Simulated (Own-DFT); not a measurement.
# Computed records: GaP (zincblende, atoms displaced)

A calculation, not a measurement: plane-wave PBE density functional theory by an unreviewed code, no spin, of a simulated periodic cell, stress positive in tension, free energy of the whole cell less one offset for each atom, forces on such cells passed a denser k mesh, this cell's mesh not checked; offsets are fitted by least squares, one for each functional and potential file, so energies compare only between cells with the same atoms and settings and are not formation energies; the far tail of each file's local potential was reset to the Coulomb form; each entry is a single point on an unrelaxed cell, so the pressure reflects the starting lattice, mostly measured values (interpolated for alloys), from which strain is counted, and rises with the displacements; printed positions are rounded, which can move forces by about a meV/angstrom; the program, named Own-DFT, is a retired in-house code; no spin-orbit coupling; before rounding, a Quantum ESPRESSO 7.3.1 run of the same cell and cutoff gave forces within 1 meV/angstrom rms on each cell, which checks the program and not the settings. Program: Own-DFT development build.

Settings shared by all entries: functional PBE; potential files PseudoDojo norm-conserving, scalar-relativistic, standard set; wave cutoff 42 hartree; occupations Fermi-Dirac; smearing width 0.1 eV; k mesh 2 x 3 x 3 centred on Gamma.

```json
{"entry": 1, "formula": "GaP", "kind": "zincblende, atoms displaced", "structure": {"cell_angstrom": [[16.3515, 0.0, 0.0], [0.0, 10.901, 0.0], [0.0, 0.0, 10.901]], "atoms_fractional": [["Ga", 0.99776, 0.99665, 0.00056], ["Ga", 0.00027, 0.25051, 0.2535], ["Ga", 0.16857, 0.99404, 0.25022], ["Ga", 0.16134, 0.24652, 0.00282], ["P", 0.08126, 0.11693, 0.13204], ["P", 0.08312, 0.38176, 0.37108], ["P", 0.24778, 0.13028, 0.37575], ["P", 0.24414, 0.37066, 0.12784], ["Ga", 0.99694, 0.00809, 0.50383], ["Ga", 0.99685, 0.24508, 0.74685], ["Ga", 0.16825, 1e-05, 0.75422], ["Ga", 0.16123, 0.25472, 0.49975], ["P", 0.08516, 0.13452, 0.62445], ["P", 0.08637, 0.36969, 0.87226], ["P", 0.25, 0.13146, 0.86985], ["P", 0.24466, 0.37768, 0.62396], ["Ga", 0.00361, 0.49348, 0.99758], ["Ga", 0.00221, 0.75376, 0.25022], ["Ga", 0.16422, 0.50199, 0.24638], ["Ga", 0.16994, 0.7493, 0.99475], ["P", 0.08419, 0.61737, 0.11799], ["P", 0.08484, 0.86595, 0.36868], ["P", 0.24844, 0.61836, 0.37372], ["P", 0.24827, 0.87017, 0.13468], ["Ga", 0.99868, 0.50223, 0.50959], ["Ga", 0.00401, 0.74775, 0.75164], ["Ga", 0.16959, 0.5035, 0.74812], ["Ga", 0.16576, 0.75573, 0.49827], ["P", 0.08284, 0.63091, 0.62664], ["P", 0.08259, 0.88202, 0.87862], ["P", 0.25055, 0.62558, 0.88041], ["P", 0.25412, 0.86674, 0.62464], ["Ga", 0.33623, 0.00623, 0.99806], ["Ga", 0.33643, 0.24571, 0.24478], ["Ga", 0.4934, 0.99841, 0.25561], ["Ga", 0.49918, 0.2561, 0.00451], ["P", 0.4203, 0.12835, 0.12347], ["P", 0.413, 0.37705, 0.37464], ["P", 0.58169, 0.12232, 0.37381], ["P", 0.58183, 0.36985, 0.12021], ["Ga", 0.32873, 0.99819, 0.50282], ["Ga", 0.33181, 0.24439, 0.75708], ["Ga", 0.49528, 0.99727, 0.74893], ["Ga", 0.50628, 0.24532, 0.50418], ["P", 0.41492, 0.11788, 0.62821], ["P", 0.42237, 0.38105, 0.87836], ["P", 0.58743, 0.12511, 0.8693], ["P", 0.584, 0.3843, 0.62172], ["Ga", 0.33306, 0.49392, 0.00193], ["Ga", 0.33036, 0.75111, 0.25445], ["Ga", 0.49933, 0.49695, 0.25429], ["Ga", 0.49724, 0.7469, 0.99899], ["P", 0.41418, 0.63037, 0.12956], ["P", 0.41732, 0.87413, 0.36714], ["P", 0.58082, 0.62344, 0.37487], ["P", 0.58929, 0.87453, 0.12713], ["Ga", 0.33259, 0.5094, 0.49129], ["Ga", 0.33443, 0.74174, 0.74922], ["Ga", 0.50079, 0.49562, 0.75187], ["Ga", 0.49813, 0.75094, 0.50312], ["P", 0.41966, 0.61811, 0.63046], ["P", 0.41175, 0.8721, 0.87319], ["P", 0.58337, 0.6298, 0.8717], ["P", 0.58368, 0.87366, 0.63122], ["Ga", 0.66591, 0.99275, 0.00512], ["Ga", 0.66701, 0.24241, 0.25374], ["Ga", 0.83658, 0.00552, 0.24769], ["Ga", 0.83557, 0.25055, 0.99522], ["P", 0.75101, 0.12381, 0.13169], ["P", 0.7507, 0.37497, 0.38166], ["P", 0.91549, 0.12741, 0.37305], ["P", 0.91624, 0.3766, 0.12403], ["Ga", 0.66639, 0.00369, 0.50546], ["Ga", 0.66922, 0.25014, 0.74789], ["Ga", 0.83326, 0.00272, 0.74249], ["Ga", 0.82822, 0.25055, 0.50748], ["P", 0.75137, 0.13006, 0.61937], ["P", 0.74432, 0.37835, 0.87354], ["P", 0.91581, 0.1314, 0.87401], ["P", 0.91811, 0.37517, 0.61905], ["Ga", 0.66652, 0.49946, 0.00341], ["Ga", 0.66681, 0.76552, 0.2535], ["Ga", 0.82737, 0.49282, 0.24103], ["Ga", 0.8263, 0.74268, 0.99778], ["P", 0.75144, 0.63213, 0.12486], ["P", 0.74967, 0.87958, 0.37352], ["P", 0.91912, 0.6278, 0.37231], ["P", 0.92004, 0.87278, 0.11593], ["Ga", 0.66779, 0.50094, 0.49955], ["Ga", 0.66781, 0.74902, 0.75064], ["Ga", 0.83113, 0.48702, 0.75008], ["Ga", 0.8294, 0.7515, 0.49439], ["P", 0.74725, 0.62828, 0.61709], ["P", 0.74943, 0.87586, 0.87887], ["P", 0.91722, 0.63036, 0.87313], ["P", 0.91778, 0.87507, 0.62388]]}, "results": {"free_energy_of_cell_above_offsets [eV]": "-50.051", "pressure [GPa]": 3.24, "stress_xx [GPa]": -3.28, "stress_yy [GPa]": -3.17, "stress_zz [GPa]": -3.26, "stress_yz [GPa]": 0.47, "stress_xz [GPa]": 0.53, "stress_xy [GPa]": -0.41, "force_element": ["Ga", "Ga", "Ga", "Ga", "P", "P", "P", "P", "Ga", "Ga", "Ga", "Ga", "P", "P", "P", "P", "Ga", "Ga", "Ga", "Ga", "P", "P", "P", "P", "Ga", "Ga", "Ga", "Ga", "P", "P", "P", "P", "Ga", "Ga", "Ga", "Ga", "P", "P", "P", "P", "Ga", "Ga", "Ga", "Ga", "P", "P", "P", "P", "Ga", "Ga", "Ga", "Ga", "P", "P", "P", "P", "Ga", "Ga", "Ga", "Ga", "P", "P", "P", "P", "Ga", "Ga", "Ga", "Ga", "P", "P", "P", "P", "Ga", "Ga", "Ga", "Ga", "P", "P", "P", "P", "Ga", "Ga", "Ga", "Ga", "P", "P", "P", "P", "Ga", "Ga", "Ga", "Ga", "P", "P", "P", "P"], "force_x [eV/angstrom]": [0.163, -0.063, -0.273, 0.238, -0.009, -0.553, 0.146, 0.888, 0.66, 0.498, 0.014, 0.625, -0.293, -0.625, -0.696, 1.456, -0.612, -0.407, 0.266, -0.743, -0.073, -0.191, -0.608, 0.576, 0.434, -0.603, -0.518, 0.316, 0.629, 0.48, 0.435, -0.848, -0.793, -0.76, 1.488, 0.499, -0.211, 0.651, 0.049, 0.912, 0.458, 0.959, 0.748, -1.148, -0.025, -1.3, -0.891, 0.185, -0.142, 0.099, -0.109, 0.308, 0.147, -0.966, 0.625, -2.455, 0.255, -0.058, 0.684, 0.314, -0.558, 0.58, -0.094, -0.148, 0.427, -0.065, 0.244, -0.888, -0.007, -0.495, -0.097, 0.213, -0.337, -0.63, 0.119, 1.539, -0.763, 0.736, 0.026, -0.596, -0.427, 0.021, 0.746, 1.592, -1.377, 0.441, -0.752, -1.296, -0.362, 0.249, 0.442, 0.828, 0.673, 0.22, -0.249, -0.186], "force_y [eV/angstrom]": [1.072, 0.201, 0.589, -0.308, 0.411, -0.171, -0.528, -0.136, -0.548, 0.913, -0.038, 0.457, -1.52, 0.315, -1.061, -0.185, 0.25, -1.01, -0.129, 0.392, 1.27, 1.759, 1.364, 0.582, 0.636, 0.848, 0.107, -0.852, -0.558, -0.716, -0.567, 0.472, -0.512, 0.596, 0.388, -0.97, -0.589, -0.842, -0.296, 0.792, 0.238, 1.614, -0.088, 0.544, 0.97, -0.995, -0.288, -1.251, 0.448, -0.564, 0.168, 0.444, -0.897, -0.395, 0.585, 0.223, -1.146, -0.112, 0.604, -0.117, 0.471, 0.173, -0.773, 0.289, 1.3, 0.877, -0.987, 0.427, 0.22, -0.164, 0.354, -0.513, -0.531, 0.281, -0.286, 0.497, -0.836, -0.637, -1.261, -0.623, 0.757, -1.885, 0.763, 0.926, -0.973, 0.782, -0.55, -0.492, 0.484, 0.189, 1.584, -0.063, -0.405, 0.176, -1.225, -0.219], "force_z [eV/angstrom]": [-0.199, -0.298, 0.62, 0.142, -0.518, 0.696, 0.017, -0.358, -0.456, 0.166, -0.807, -0.586, 0.252, -0.438, 1.675, -0.213, -0.492, -1.021, 0.0, 0.868, 0.259, 1.054, -0.212, -1.694, -1.318, 0.193, 0.427, 0.041, -0.161, -0.459, -0.759, 0.369, 0.264, 0.545, -1.156, -1.256, -0.059, 0.296, 0.282, 1.471, -0.758, -1.283, 0.619, -0.038, -0.523, -0.174, 0.781, 0.467, 0.566, -0.003, -0.646, 0.221, -0.214, 1.83, -0.085, -0.239, 1.355, 0.185, -0.007, -0.12, -0.818, 0.349, 0.504, -0.591, -0.585, -0.097, -0.128, 0.696, -1.292, -0.898, 0.712, -0.213, -0.439, -0.339, 0.734, -1.383, 1.176, 0.498, -0.209, 0.9, -0.049, 0.338, 0.873, -0.553, 0.905, 0.441, 0.012, 0.968, -0.519, -0.018, -0.387, 0.018, 1.045, -0.851, 0.061, 0.03]}}
{"entry": 2, "formula": "GaP", "kind": "zincblende, atoms displaced", "structure": {"cell_angstrom": [[16.3515, 0.0, 0.0], [0.0, 10.901, 0.0], [0.0, 0.0, 10.901]], "atoms_fractional": [["Ga", 0.99527, 0.99914, 0.99986], ["Ga", 0.99709, 0.25335, 0.25604], ["Ga", 0.1649, 0.01113, 0.25452], ["Ga", 0.16556, 0.25011, 0.99677], ["P", 0.08605, 0.12138, 0.1288], ["P", 0.08716, 0.3814, 0.37318], ["P", 0.24452, 0.12831, 0.38134], ["P", 0.25022, 0.38181, 0.11868], ["Ga", 0.00141, 0.99913, 0.50433], ["Ga", 0.00127, 0.25605, 0.75299], ["Ga", 0.17068, 0.99709, 0.7531], ["Ga", 0.16326, 0.25337, 0.50377], ["P", 0.07927, 0.1305, 0.62605], ["P", 0.08212, 0.37358, 0.86891], ["P", 0.25031, 0.12662, 0.8802], ["P", 0.25451, 0.37083, 0.62791], ["Ga", 0.00465, 0.49835, 0.99692], ["Ga", 0.9992, 0.74933, 0.25118], ["Ga", 0.17392, 0.49828, 0.2545], ["Ga", 0.16663, 0.73958, 0.99817], ["P", 0.08335, 0.62261, 0.13045], ["P", 0.08285, 0.88099, 0.38157], ["P", 0.24703, 0.6218, 0.37566], ["P", 0.24668, 0.87744, 0.12663], ["Ga", 0.99862, 0.49786, 0.49417], ["Ga", 0.99735, 0.75229, 0.74861], ["Ga", 0.16215, 0.49711, 0.75726], ["Ga", 0.16542, 0.74234, 0.49492], ["P", 0.08227, 0.62363, 0.61981], ["P", 0.08493, 0.87053, 0.88275], ["P", 0.25066, 0.61939, 0.87497], ["P", 0.25624, 0.87642, 0.62347], ["Ga", 0.32752, 0.00251, 0.99718], ["Ga", 0.33286, 0.25048, 0.2557], ["Ga", 0.49932, 0.00207, 0.24696], ["Ga", 0.50464, 0.25259, 0.99776], ["P", 0.41637, 0.12238, 0.12627], ["P", 0.41227, 0.3798, 0.37523], ["P", 0.57967, 0.12666, 0.37397], ["P", 0.58208, 0.36952, 0.1251], ["Ga", 0.32848, 0.99521, 0.497], ["Ga", 0.33675, 0.24505, 0.75393], ["Ga", 0.49986, 0.00031, 0.74435], ["Ga", 0.5071, 0.24295, 0.49951], ["P", 0.4173, 0.1328, 0.62], ["P", 0.40991, 0.37358, 0.87388], ["P", 0.57941, 0.11981, 0.87105], ["P", 0.57968, 0.37466, 0.62521], ["Ga", 0.3291, 0.51389, 0.99724], ["Ga", 0.33139, 0.74898, 0.26042], ["Ga", 0.49628, 0.49879, 0.2598], ["Ga", 0.49891, 0.74791, 0.00055], ["P", 0.41857, 0.6258, 0.12343], ["P", 0.42236, 0.87571, 0.37436], ["P", 0.57922, 0.62377, 0.3645], ["P", 0.58395, 0.87858, 0.12741], ["Ga", 0.3303, 0.50251, 0.49235], ["Ga", 0.32889, 0.75871, 0.74015], ["Ga", 0.49915, 0.49992, 0.75026], ["Ga", 0.49849, 0.75496, 0.50017], ["P", 0.41644, 0.62967, 0.63367], ["P", 0.41299, 0.87424, 0.87123], ["P", 0.58235, 0.62494, 0.87496], ["P", 0.58148, 0.87916, 0.62672], ["Ga", 0.66787, 0.99787, 0.00399], ["Ga", 0.66374, 0.24852, 0.2413], ["Ga", 0.83194, 0.99795, 0.24602], ["Ga", 0.83171, 0.24515, 0.99793], ["P", 0.74596, 0.12793, 0.11252], ["P", 0.75354, 0.37945, 0.37801], ["P", 0.91399, 0.12214, 0.37375], ["P", 0.91996, 0.37988, 0.12406], ["Ga", 0.66256, 0.00016, 0.50285], ["Ga", 0.66697, 0.24114, 0.74954], ["Ga", 0.83309, 0.00202, 0.75019], ["Ga", 0.83972, 0.25063, 0.49539], ["P", 0.75083, 0.1275, 0.6267], ["P", 0.75223, 0.37763, 0.87345], ["P", 0.91903, 0.13087, 0.88045], ["P", 0.9145, 0.3684, 0.62356], ["Ga", 0.67172, 0.50386, 0.00116], ["Ga", 0.66088, 0.75708, 0.24983], ["Ga", 0.82858, 0.50234, 0.25575], ["Ga", 0.8311, 0.74924, 0.00326], ["P", 0.75676, 0.63289, 0.13698], ["P", 0.75226, 0.8745, 0.36667], ["P", 0.91962, 0.6318, 0.37315], ["P", 0.91434, 0.8782, 0.1189], ["Ga", 0.66464, 0.49844, 0.50185], ["Ga", 0.6659, 0.73854, 0.74805], ["Ga", 0.83902, 0.50165, 0.74828], ["Ga", 0.83635, 0.74974, 0.50371], ["P", 0.75385, 0.62589, 0.62231], ["P", 0.74825, 0.8752, 0.87009], ["P", 0.91121, 0.62886, 0.87384], ["P", 0.91576, 0.87708, 0.62437]]}, "results": {"free_energy_of_cell_above_offsets [eV]": "-49.896", "pressure [GPa]": 3.26, "stress_xx [GPa]": -3.19, "stress_yy [GPa]": -3.32, "stress_zz [GPa]": -3.28, "stress_yz [GPa]": 0.18, "stress_xz [GPa]": 0.27, "stress_xy [GPa]": -0.12, "force_element": ["Ga", "Ga", "Ga", "Ga", "P", "P", "P", "P", "Ga", "Ga", "Ga", "Ga", "P", "P", "P", "P", "Ga", "Ga", "Ga", "Ga", "P", "P", "P", "P", "Ga", "Ga", "Ga", "Ga", "P", "P", "P", "P", "Ga", "Ga", "Ga", "Ga", "P", "P", "P", "P", "Ga", "Ga", "Ga", "Ga", "P", "P", "P", "P", "Ga", "Ga", "Ga", "Ga", "P", "P", "P", "P", "Ga", "Ga", "Ga", "Ga", "P", "P", "P", "P", "Ga", "Ga", "Ga", "Ga", "P", "P", "P", "P", "Ga", "Ga", "Ga", "Ga", "P", "P", "P", "P", "Ga", "Ga", "Ga", "Ga", "P", "P", "P", "P", "Ga", "Ga", "Ga", "Ga", "P", "P", "P", "P"], "force_x [eV/angstrom]": [1.201, 0.633, 0.408, -0.175, -1.347, -0.529, 0.754, 0.166, -0.543, -0.789, -0.692, 0.232, 0.69, 0.196, -0.324, -0.811, -0.686, 0.443, -1.012, 0.144, 0.297, 0.304, 0.629, 0.079, -0.003, 0.492, 1.048, -0.104, -0.202, -0.387, -0.919, -2.518, 0.995, -0.274, -0.048, -1.244, -0.302, 0.72, 1.26, 0.089, 1.406, -0.498, -1.067, -1.425, -0.275, 1.204, 0.704, 0.807, 1.437, 0.42, -0.117, 0.028, -0.589, -1.319, 0.812, -0.6, 0.49, 1.036, -0.475, 0.391, -0.217, 0.28, 0.162, 0.597, -0.621, 0.7, -0.208, 0.462, 0.659, -1.065, 0.642, -0.978, 0.912, -0.291, 0.237, -1.311, 0.235, -0.214, -0.193, 0.949, -0.134, 0.827, 1.61, -0.109, -1.775, -0.72, -0.804, 0.283, 0.024, 0.12, -0.826, -0.26, -0.565, -0.044, 1.347, 0.05], "force_y [eV/angstrom]": [0.233, -0.128, -1.317, 0.186, 1.055, -0.729, 0.087, -0.786, 0.425, -0.747, 0.212, 0.361, -0.665, -0.022, 0.222, 0.512, 0.585, 1.006, -0.198, 0.474, -0.121, -0.645, 0.729, -0.436, 0.077, -0.125, 0.368, 1.069, -0.163, 0.331, 1.534, 0.063, -0.771, -0.102, -0.015, -0.402, 0.61, -0.971, -0.652, 1.662, 1.089, -0.002, 0.148, 1.385, -1.266, 0.754, 0.132, -0.096, -1.389, 0.506, -0.444, 0.761, -0.092, 0.253, 0.563, -0.094, -0.077, -1.462, -0.339, -0.795, -0.299, 0.3, -0.42, -1.155, -0.268, 0.038, 0.68, 1.326, -0.276, -1.084, -0.331, -0.377, 0.101, 1.001, 0.146, -0.359, -0.24, -0.287, -0.509, 0.988, -0.028, -0.648, -0.043, 0.55, -0.196, 0.0, -0.89, -0.605, 0.376, 1.071, -0.398, 0.369, -0.523, -0.397, -0.238, 0.28], "force_z [eV/angstrom]": [0.113, -0.574, 0.051, 0.657, -0.762, 0.215, -0.184, 0.377, -0.057, -0.529, -0.108, 0.313, 0.489, 1.212, -1.024, 0.009, 0.135, -0.485, -1.169, 0.746, -0.152, -0.839, 0.075, 0.356, 0.354, 0.203, -1.456, 0.651, 0.879, -0.911, -1.469, -0.741, 0.809, -0.73, 0.073, -0.326, -0.452, 0.538, -0.718, 0.032, -0.506, -0.463, 0.258, 0.155, 0.007, 0.835, 0.574, 0.206, 0.789, -1.146, -1.656, -0.254, 0.695, -0.038, 1.677, -0.742, 1.691, 1.743, 0.378, 0.409, -1.357, 0.336, 0.371, -0.183, -1.246, 0.975, -0.531, 0.203, 1.581, -0.097, -0.112, 0.189, -0.517, 0.393, 0.268, 0.163, -0.923, -0.276, -0.963, 0.153, 0.502, 0.149, -0.276, -0.614, -0.827, 1.408, 0.488, 0.768, -0.295, -0.167, -0.166, -0.809, 0.04, 0.458, 0.398, 0.302]}}
{"entry": 3, "formula": "GaP", "kind": "zincblende, atoms displaced", "structure": {"cell_angstrom": [[16.3515, 0.0, 0.0], [0.0, 10.901, 0.0], [0.0, 0.0, 10.901]], "atoms_fractional": [["Ga", 0.99778, 0.98895, 0.99659], ["Ga", 0.99905, 0.25098, 0.2513], ["Ga", 0.15803, 0.00276, 0.25515], ["Ga", 0.16524, 0.24458, 0.99863], ["P", 0.08731, 0.11938, 0.12503], ["P", 0.08262, 0.37746, 0.37761], ["P", 0.25239, 0.12791, 0.37129], ["P", 0.24874, 0.3656, 0.11934], ["Ga", 0.9995, 0.99442, 0.49146], ["Ga", 0.99949, 0.25794, 0.75534], ["Ga", 0.17052, 0.00026, 0.75298], ["Ga", 0.16276, 0.25692, 0.50394], ["P", 0.08254, 0.12393, 0.63163], ["P", 0.08334, 0.36731, 0.87719], ["P", 0.25254, 0.11953, 0.87577], ["P", 0.25571, 0.37771, 0.624], ["Ga", 0.00512, 0.50856, 0.99228], ["Ga", 0.00028, 0.74623, 0.24669], ["Ga", 0.16929, 0.50235, 0.25413], ["Ga", 0.16683, 0.74478, 0.99996], ["P", 0.08069, 0.62657, 0.12781], ["P", 0.08489, 0.87585, 0.37933], ["P", 0.2446, 0.6169, 0.36851], ["P", 0.25264, 0.87657, 0.12276], ["Ga", 0.99917, 0.50669, 0.49605], ["Ga", 0.00043, 0.75664, 0.74142], ["Ga", 0.16474, 0.50408, 0.75086], ["Ga", 0.16584, 0.7466, 0.49908], ["P", 0.08406, 0.62936, 0.62337], ["P", 0.08504, 0.87266, 0.87921], ["P", 0.24461, 0.61701, 0.87605], ["P", 0.2507, 0.87484, 0.6162], ["Ga", 0.33345, 0.00375, 0.00044], ["Ga", 0.33618, 0.25812, 0.24932], ["Ga", 0.49536, 0.99809, 0.25687], ["Ga", 0.50274, 0.24223, 0.99375], ["P", 0.40771, 0.12737, 0.12069], ["P", 0.42074, 0.37887, 0.36861], ["P", 0.58378, 0.12081, 0.37786], ["P", 0.58471, 0.36481, 0.12456], ["Ga", 0.33086, 0.00375, 0.50229], ["Ga", 0.33407, 0.24234, 0.74211], ["Ga", 0.50344, 0.99898, 0.74814], ["Ga", 0.50152, 0.23984, 0.50642], ["P", 0.40827, 0.1363, 0.62346], ["P", 0.41282, 0.37642, 0.87616], ["P", 0.59218, 0.12437, 0.88198], ["P", 0.57954, 0.37254, 0.62291], ["Ga", 0.33407, 0.48814, 0.99596], ["Ga", 0.3358, 0.75271, 0.26024], ["Ga", 0.5003, 0.50423, 0.25529], ["Ga", 0.49624, 0.74909, 0.00161], ["P", 0.41136, 0.62763, 0.11695], ["P", 0.42134, 0.87806, 0.37674], ["P", 0.57551, 0.62662, 0.37838], ["P", 0.5876, 0.86857, 0.1249], ["Ga", 0.33083, 0.50805, 0.49598], ["Ga", 0.3305, 0.74698, 0.74878], ["Ga", 0.50285, 0.49658, 0.74918], ["Ga", 0.49835, 0.74602, 0.49983], ["P", 0.4158, 0.62926, 0.62798], ["P", 0.413, 0.87082, 0.87278], ["P", 0.58416, 0.62944, 0.8794], ["P", 0.5839, 0.8732, 0.62525], ["Ga", 0.66688, 0.00425, 0.01405], ["Ga", 0.66602, 0.24567, 0.24828], ["Ga", 0.8329, 0.99699, 0.24377], ["Ga", 0.82899, 0.25099, 0.99088], ["P", 0.74959, 0.12579, 0.13097], ["P", 0.74943, 0.37475, 0.38185], ["P", 0.91511, 0.11926, 0.38083], ["P", 0.9193, 0.36874, 0.12694], ["Ga", 0.66284, 0.00048, 0.49699], ["Ga", 0.6719, 0.24762, 0.74805], ["Ga", 0.83079, 0.0055, 0.75852], ["Ga", 0.8334, 0.24892, 0.49553], ["P", 0.75186, 0.1277, 0.62267], ["P", 0.74765, 0.37608, 0.88788], ["P", 0.91583, 0.122, 0.86994], ["P", 0.9198, 0.38242, 0.63068], ["Ga", 0.6612, 0.50043, 0.99602], ["Ga", 0.66756, 0.74323, 0.25399], ["Ga", 0.83342, 0.49429, 0.25178], ["Ga", 0.83257, 0.74037, 0.00053], ["P", 0.74921, 0.62381, 0.11962], ["P", 0.74715, 0.87366, 0.37286], ["P", 0.91559, 0.62624, 0.36825], ["P", 0.90785, 0.87779, 0.1229], ["Ga", 0.66969, 0.50732, 0.49908], ["Ga", 0.66073, 0.74561, 0.74716], ["Ga", 0.83487, 0.50574, 0.74723], ["Ga", 0.83317, 0.74966, 0.49267], ["P", 0.75088, 0.62477, 0.62204], ["P", 0.75109, 0.8763, 0.87769], ["P", 0.91886, 0.62613, 0.87954], ["P", 0.91538, 0.88188, 0.62839]]}, "results": {"free_energy_of_cell_above_offsets [eV]": "-49.296", "pressure [GPa]": 3.32, "stress_xx [GPa]": -3.32, "stress_yy [GPa]": -3.34, "stress_zz [GPa]": -3.32, "stress_yz [GPa]": -0.13, "stress_xz [GPa]": 0.03, "stress_xy [GPa]": 0.38, "force_element": ["Ga", "Ga", "Ga", "Ga", "P", "P", "P", "P", "Ga", "Ga", "Ga", "Ga", "P", "P", "P", "P", "Ga", "Ga", "Ga", "Ga", "P", "P", "P", "P", "Ga", "Ga", "Ga", "Ga", "P", "P", "P", "P", "Ga", "Ga", "Ga", "Ga", "P", "P", "P", "P", "Ga", "Ga", "Ga", "Ga", "P", "P", "P", "P", "Ga", "Ga", "Ga", "Ga", "P", "P", "P", "P", "Ga", "Ga", "Ga", "Ga", "P", "P", "P", "P", "Ga", "Ga", "Ga", "Ga", "P", "P", "P", "P", "Ga", "Ga", "Ga", "Ga", "P", "P", "P", "P", "Ga", "Ga", "Ga", "Ga", "P", "P", "P", "P", "Ga", "Ga", "Ga", "Ga", "P", "P", "P", "P"], "force_x [eV/angstrom]": [-0.022, 0.431, 2.066, 0.373, -1.785, -0.146, -0.759, -0.199, 0.054, -0.243, -0.491, 0.795, -0.165, 0.456, -0.238, -1.097, -0.321, -0.527, -1.341, 0.268, 1.001, -0.471, 1.478, -0.752, 0.027, -0.036, -0.047, 0.413, -0.397, 0.083, 1.06, -0.295, -0.105, -0.445, 0.911, -0.851, 2.055, -0.489, -0.616, -0.686, 0.274, -1.436, -0.667, -0.364, 2.382, 1.454, -0.828, 1.266, -1.032, -0.538, -0.167, 0.318, 0.289, -1.247, 1.845, -1.188, 0.834, -0.51, -0.6, -0.235, 0.09, 0.52, -0.915, -0.332, 0.405, 0.159, -0.518, 1.219, 0.651, -0.311, 0.099, -0.51, 0.955, -0.482, -0.301, 0.515, -0.192, -0.008, 0.507, -0.417, 0.236, -0.259, -0.161, -0.136, -0.338, 0.283, -0.024, 1.574, -1.065, 1.329, -0.305, 0.21, -0.051, -0.715, -0.043, -0.464], "force_y [eV/angstrom]": [0.92, -0.784, -0.393, -0.378, 0.503, 0.102, 0.227, 1.065, 0.526, -1.04, -0.372, -0.709, 0.117, 1.21, 0.865, 0.17, -1.286, 1.291, -1.684, 0.441, -0.437, -0.99, 2.088, -0.289, -0.144, -0.136, -1.121, 0.178, -0.445, -0.196, 0.559, -0.356, -1.141, -0.335, 0.675, 0.465, 0.038, -0.436, 0.476, 1.207, 0.026, 1.886, 0.423, 0.929, -2.572, -1.268, -0.349, 0.093, 1.081, -0.074, -0.353, 0.522, -0.684, -0.551, -0.228, 0.357, -0.687, 0.124, 0.408, 0.899, -0.71, 0.707, -0.527, 0.059, -0.947, 0.428, 0.589, -0.811, 0.286, -0.051, 0.388, 0.78, -0.445, 0.728, -0.621, 0.418, -0.631, 0.736, 0.819, -0.462, -0.242, 0.0, -0.052, 1.023, -0.91, 0.261, -0.104, -1.223, -0.716, 0.554, -0.452, 0.503, 0.643, -0.447, 0.37, -0.375], "force_z [eV/angstrom]": [0.466, 0.193, -0.208, -0.086, -0.451, -0.387, 0.311, 0.625, 1.566, -0.631, -0.365, 0.191, -0.533, 0.044, -0.431, 0.144, 0.905, 0.204, -1.834, 0.574, -0.256, -0.673, 1.239, 0.807, 0.308, 0.875, -0.564, -0.215, 0.094, -0.838, 0.155, 0.91, -0.283, 0.107, -1.823, 0.472, 0.666, 1.366, -0.597, 0.096, -0.776, 2.174, 0.537, -0.911, -0.774, -1.186, -1.194, 0.183, 0.768, -1.04, -1.861, -0.137, 1.158, 1.16, -0.207, 0.548, 0.142, 0.223, 0.466, 0.75, -0.296, 0.026, -0.618, -0.589, -0.65, 0.815, 1.245, 1.377, -0.398, -0.913, -1.209, -0.985, 0.677, 0.292, -0.948, 0.936, -0.131, -2.294, 0.943, -0.968, 1.052, -0.299, -0.655, -0.324, 0.987, 0.117, 0.383, -0.258, 0.038, 0.377, 0.934, 0.633, 0.43, 0.065, -1.253, -0.703]}}
```
